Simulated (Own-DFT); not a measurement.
# Strain and stress in wurtzite AlGaN with randomly placed atoms, 128 atoms (Al48Ga16N64)

Calculated results; nothing here was measured. They come from Own-DFT, an in-house plane-wave density functional program, since retired, whose code no person has reviewed. Each row is one single-point run on a periodic cell that was not relaxed, without spin or spin-orbit coupling.

Settings of every run: PBE; PseudoDojo norm-conserving scalar-relativistic files (stringent for Ga); cutoff 96 hartree; 3 x 3 x 3 k mesh centred on Gamma; Gaussian smearing of 0.01 eV.

Known limits: k mesh not checked against a denser one; stress not checked against mesh or cutoff.

Unstrained cell vectors in Å: (12.525, 0.000, 0.000); (-6.262, 10.847, 0.000); (0.000, 0.000, 10.066). The unstrained cell has measured lattice constants (interpolated for alloys), not those of this functional. That, the random moves and any unrelaxed bonds set the pressure at no strain. Each run strains this cell uniformly, with the atoms carried along. Every atom was also moved at random, by a Gaussian of width 0.05 Å on each axis. The random placing of the alloy's atoms differs from row to row. Strain is the symmetric tensor, in per cent. Stress is positive in tension, and the pressure is minus a third of its trace.

| run | e_xx (%) | e_yy (%) | e_zz (%) | s_xx (GPa) | s_yy (GPa) | s_zz (GPa) | P (GPa) | E (meV/atom) |
|---|---|---|---|---|---|---|---|---|
| 1 | -2.50 | -2.50 | 0.00 | -22.34 | -23.94 | -10.99 | 19.09 | 69.9 |
| 2 | 2.00 | 2.00 | 0.00 | 4.00 | 3.39 | -3.75 | -1.22 | 17.9 |
| 3 | 3.00 | 3.00 | 0.00 | 7.34 | 8.47 | -0.53 | -5.09 | 12.1 |
| 4 | -2.25 | -2.25 | 0.00 | -20.61 | -23.78 | -9.35 | 17.91 | 69.7 |
| 5 | -1.25 | -1.25 | 0.00 | -14.38 | -13.47 | -7.39 | 11.74 | 15.3 |
| 6 | -1.50 | -1.50 | 0.00 | -15.22 | -17.09 | -7.68 | 13.33 | 33.0 |
| 7 | -0.75 | -0.75 | 0.00 | -10.08 | -10.47 | -7.85 | 9.47 | 15.3 |
| 8 | 1.25 | 1.25 | 0.00 | 0.99 | 0.72 | -5.38 | 1.22 | 0.0 |
| 9 | 1.50 | 1.50 | 0.00 | ? | ? | ? | ? | ? |

E is the free energy for each atom above the lowest run shown.

## Worked fit

The change of volume is close to e_xx + e_yy + e_zz. A straight line through the runs shown gives P = 7.31 - 217 x (fractional change of volume) GPa, with an error of 9 on the slope and a scatter of 0.95 GPa. The strain isn't the same on all axes and the cell isn't cubic, so the slope belongs to this path and is not the bulk modulus.

## Withheld run

Question: what pressure should run 9 give? Its volume changes by 3.02 %.

The line gives 0.7 GPa. The calculation gave 0.53 GPa.
